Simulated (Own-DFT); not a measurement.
# Same atoms, different arrangement: C34N2Si36, 72 atoms

These are calculations, not measurements. They come from Own-DFT, an in-house plane-wave density functional program, since retired, whose code no person has reviewed. Each row is one single-point run on a periodic cell that was not relaxed, without spin or spin-orbit coupling.

Settings of every run: PBE; PseudoDojo norm-conserving scalar-relativistic files; cutoff 42 hartree; 4 x 4 x 3 k mesh centred on Gamma; Fermi-Dirac smearing of 0.1 eV.

Known limits: not probed for a lower state with spin; forces on such cells passed a denser k mesh, each cell not checked; stress not checked against mesh or cutoff.

All cells hold the same atoms in the same cell, with vectors in Å (9.248, 0.000, 0.000); (-4.624, 8.009, 0.000); (0.000, 0.000, 10.068). Every atom was moved at random from its ideal site; u is the rms move along one axis. The defect's site can differ from row to row. E is the free energy of the cell above the lowest run. The arrangements:

- A: 4H SiC, with two N on a C site each, 3.1 Å apart
- B: 2H SiC, with two N on a C site each, 3.1 Å apart

```
arrangement   u (Å)  E (eV)  P (GPa)
          A  0.0284   0.000     2.66
          A  0.0314   0.576     2.92
          A  0.0316   0.476     2.81
          A  0.0473   4.015     3.85
          A  0.0492   4.158     4.03
          A  0.0522   5.297     4.50
          B  0.0298   1.076     2.91
          B  0.0306   0.858     2.81
          B  0.0307   1.309     2.91
          B  0.0480   3.743     3.74
          B  0.0493   5.343     4.62
          B  0.0498   5.164     4.25
```

Question: once the cost of the random moves is taken out, how do the arrangements rank?

## Worked answer

Fit E = a + b u², with one b for all and one a for each arrangement, and with residuals divided by u², since the noise grows with the moves. Then b = 2593 eV/Å², the scatter at u = 0.04 Å is 0.31 eV, and against A:

- B: 0.71 ± 0.14 eV (higher)

These are energies of unrelaxed cells. Relaxing the atoms lowers the strained arrangements most, so the gaps would shrink and small ones could change sign.
